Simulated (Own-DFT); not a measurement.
# Biaxial strain at fixed height in diamond-structure SiGeSn with randomly placed atoms, 64 atoms (Ge40Si16Sn8)

Everything here is calculated. The program is Own-DFT (plane waves, in-house, since retired, never reviewed by a person); positions were held fixed, and spin and spin-orbit coupling were off.

Method: PBE; PseudoDojo norm-conserving scalar-relativistic files; cutoff 49 hartree; 3 x 3 x 3 k mesh centred on Gamma; Fermi-Dirac smearing of 0.1 eV.

Keep in mind: forces on such cells moved up to 12 meV/angstrom on a denser k mesh; stress not checked against mesh or cutoff.

Unstrained cell vectors in Å: (11.410, 0.000, 0.000); (0.000, 11.410, 0.000); (0.000, 0.000, 11.410). The unstrained cell has measured lattice constants (interpolated for alloys), not those of this functional. That, the random moves and any unrelaxed bonds set the pressure at no strain. Each run strains x and y alike by e, as a substrate would, and holds the height along z. All atoms carry random offsets, Gaussian with a width of 0.05 Å per axis. The random placing of the alloy's atoms differs from row to row. Stress is positive in tension.

```
e (%)  u (Å)  (s_xx + s_yy)/2 (GPa)  s_zz (GPa)
-2.50  0.048                  -9.80       -8.08
-2.25  0.050                  -9.17       -7.77
-1.25  0.047                  -7.17       -6.43
-0.75  0.047                  -6.06       -5.34
-0.25  0.050                  -5.39       -5.24
 0.75  0.047                  -3.25       -3.67
 1.00  0.051                  -3.23       -3.90
 1.25  0.045                  -2.67       -3.57
 1.50  0.042                      ?           ?
 2.75  0.047                  -0.26       -1.82
```

## Working it out

With e as a fraction, the in-plane stress is -4.8 + 182 e - 647 e² GPa (errors 3 and 183, scatter 0.15), and s_zz is -4.8 + 119 e - 501 e² GPa (slope ± 5, scatter 0.24). At e = 0 the first slope is C11 + C12 and the second 2 C12, both with the ions held to the strained lattice and at the cell's own pressure. The term in e² is negative: the layer stiffens under compression and softens under tension. A free layer would change its height as e changes, and the in-plane slope would drop by 2 C12²/C11 to the biaxial modulus. At fixed height, a misfit of 1 % moves the in-plane stress by about 1.8 GPa and s_zz by 1.2 GPa.

## Test on the hidden row

Question: what are the two stresses at e = 1.50 %?

From the fit: -2.2 and -3.1 GPa. The run itself gave -1.98 and -2.97 GPa.
